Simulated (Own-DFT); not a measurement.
# How strain changes the stress of wurtzite GaN, 96 atoms (Ga48N48)

All numbers below are calculated, not measured. They come from Own-DFT, an in-house plane-wave density functional program, since retired, whose code no person has reviewed. Each row is one single-point run on a periodic cell that was not relaxed, without spin or spin-orbit coupling.

Settings of every run: PBE; PseudoDojo norm-conserving scalar-relativistic files (stringent for Ga); cutoff 96 hartree; 3 x 4 x 3 k mesh centred on Gamma; Gaussian smearing of 0.01 eV.

Known limits: forces on such cells passed a denser k mesh, each cell not checked; stress not checked against mesh or cutoff.

Unstrained cell vectors in Å: (12.756, 0.000, 0.000); (-4.784, 8.285, 0.000); (0.000, 0.000, 10.370). The unstrained cell has measured lattice constants (interpolated for alloys), not those of this functional. That, the random moves and any unrelaxed bonds set the pressure at no strain. Each run strains this cell uniformly, with the atoms carried along. Every atom was also moved at random, by a Gaussian of width 0.05 Å on each axis. Strain is the symmetric tensor, in per cent. Stress is positive in tension, and the pressure is minus a third of its trace.

```
run  e_xx (%)  e_yy (%)  e_zz (%)  e_yz (%)  e_xz (%)  e_xy (%)  s_xx (GPa)  s_yy (GPa)  s_zz (GPa)  s_yz (GPa)  s_xz (GPa)  s_xy (GPa)  P (GPa)  E (meV/atom)
  1      0.41      1.43     -1.20      1.77      0.32      1.44       -4.06       -1.18      -13.18        3.36        0.25        4.34     6.14          21.7
  2      0.78      1.88      1.91     -0.45     -0.46     -1.51        0.49        1.11        2.37       -0.77       -1.32       -4.12    -1.32           2.6
  3      1.12     -0.09      1.97      1.96     -1.28      0.76       -1.70       -4.68        1.26        4.39       -2.39        1.70     1.71          18.4
  4      1.50      1.29      0.01      0.93     -1.78     -1.57        0.22       -0.72       -5.30        1.85       -3.73       -3.47     1.94          18.7
  5     -1.28     -0.78     -1.06     -0.27     -0.96     -0.84      -15.21      -13.63      -13.32       -1.05       -1.78       -1.12    14.05          46.8
  6     -1.07      0.89     -1.39     -0.36      1.54     -0.66      -11.47       -5.07      -15.24       -0.79        4.19       -2.19    10.59          34.3
  7      1.99      0.61     -1.66      1.19      1.95      1.94        0.20       -3.90      -13.73        2.70        4.48        5.38     5.81          26.0
  8     -1.35      1.22     -1.17      1.01      0.59      0.99      -13.09       -4.40      -12.90        1.74        1.21        1.98    10.13          41.2
  9      0.87      0.25     -1.98      0.53      0.26      0.18       -4.18       -8.15      -15.19        0.31        1.44        1.16     9.17          33.4
 10     -0.49      1.69      0.41      1.32     -0.84     -1.88       -7.46       -0.71       -5.42        3.28       -1.35       -5.79     4.53          24.1
 11      1.58     -0.98      1.57     -0.53     -0.33     -0.69       -0.71       -8.93       -0.03       -1.97       -0.18       -1.91     3.22          14.4
 12     -1.46     -1.47      1.81      1.28      2.00     -1.44      -13.43      -13.57       -3.40        3.07        4.48       -5.30    10.13          46.2
 13     -0.30     -1.67     -1.99     -0.77      0.11      1.22      -11.28      -16.74      -19.39       -2.41        1.08        3.55    15.80          51.1
 14     -0.02      1.76     -1.63     -0.08     -1.46      1.90       -5.30       -0.89      -15.18        0.12       -2.55        5.16     7.12          23.0
 15      1.06      1.58      1.44     -0.77      0.30     -0.80       -0.28        1.84       -0.47       -1.55        0.31       -2.61    -0.36           0.0
 16      1.98      1.40      0.19      1.79     -1.20      0.59           ?           ?           ?           ?           ?           ?        ?             ?
```

E is the free energy for each atom above the lowest run shown.

## Worked fit

Each stress component was fitted by least squares to a constant and the strains of the runs shown, as fractions, with shears doubled. Shear strains stay in the fit of a normal stress only where such slopes are resolved. The slopes, in GPa:

| stress | at no strain | per e_xx | per e_yy | per e_zz | scatter |
|---|---|---|---|---|---|
| s_xx | -7.2 | 422 ± 17 | 122 ± 16 | 66 ± 12 | 0.70 |
| s_yy | -7.5 | 96 ± 18 | 429 ± 17 | 75 ± 14 | 0.77 |
| s_zz | -8.3 | 89 ± 21 | 68 ± 19 | 443 ± 15 | 0.86 |

Each shear stress against twice its own strain: yz 111 ± 6, xz 105 ± 5, xy 127 ± 6 GPa. These are stiffnesses along x, y and z of the frame in which the cell vectors are given, which need not be the crystal's axes. The atoms are held to the strained lattice; where symmetry lets them move under strain, relaxing them would lower some slopes. The table should be nearly symmetric about its diagonal, and what it lacks of that shows the noise. A ninth of its sum, 201 ± 2 GPa, estimates the bulk modulus near the mean pressure of these runs, 6.6 GPa, so it lies above the value at zero pressure.

## Withheld run

Question: what normal stresses and pressure should run 16 give?

The fit gives s_xx = 2.9, s_yy = 0.5, s_zz = -4.7 and P = 0.4 GPa. The calculation gave 2.54, 0.14, -4.36 and P = 0.56 GPa.
